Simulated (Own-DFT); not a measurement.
# Shaking the atoms of 6H (3C twinned every three layers) SiC, 48 atoms (C24Si24)

These are calculations, not measurements. The program, named Own-DFT, is a retired in-house plane-wave density functional code that no person has reviewed. Each row is one single-point run on a periodic cell that was not relaxed, without spin or spin-orbit coupling.

Settings of every run: PBE; PseudoDojo norm-conserving scalar-relativistic files; cutoff 42 hartree; 5 x 5 x 2 k mesh centred on Gamma; Fermi-Dirac smearing of 0.1 eV.

Known limits, some of them of some rows only: some atoms lie very close together; forces on such cells passed a denser k mesh, each cell not checked; stress not checked against mesh or cutoff.

Cell vectors in Å: (4.360, -4.360, 0.000); (0.000, 4.360, -4.360); (8.719, 8.719, 8.719). In each run every atom was moved at random and independently from its ideal site; u is the rms move along one axis. E is the free energy for each atom above the fitted value at u = 0, and F the rms of the force components.

| run | u (Å) | E (meV/atom) | F (eV/Å) | largest force (eV/Å) | P (GPa) |
|---|---|---|---|---|---|
| 1 | 0.0278 | 26.2 | 0.771 | 3.28 | 3.60 |
| 2 | 0.0329 | 40.2 | 0.965 | 3.66 | 3.92 |
| 3 | 0.0336 | 41.6 | 0.955 | 3.22 | 3.99 |
| 4 | 0.0614 | 130.3 | 1.692 | 5.59 | 6.12 |
| 5 | 0.0637 | ? | ? | ? | ? |
| 6 | 0.0955 | 316.9 | 2.865 | 12.66 | 10.55 |
| 7 | 0.0992 | 360.8 | 2.908 | 9.40 | 11.86 |
| 8 | 0.1053 | 401.8 | 3.498 | 21.54 | 12.00 |

## Worked fit

For small independent moves the energy grows as E = (3/2) K u², with K the mean stiffness felt by one atom. The runs with u up to 0.11 Å give K = 23.8 ± 0.4 eV/Å², with residuals divided by u² + 0.0006 Å², since the noise grows with the moves. The scatter is 3.1 meV/atom at u = 0.05 Å. The forces follow F = G u with G = 29.4 eV/Å²; no force at u = 0 is resolved. G exceeds K because the moves of its neighbours add to the force on an atom, and stiffness differs between atoms. The pressure follows P = 3.00 + 844 u² GPa: at fixed volume, shortened bonds push harder than stretched ones pull.

## Withheld run

Question: what energy and rms force should run 5 give?

The fit gives 145 ± 5 meV/atom and about 1.87 eV/Å. The calculation gave 166.3 meV/atom and 2.101 eV/Å. This run lies off the fit, by chance or by something that the fit leaves out.
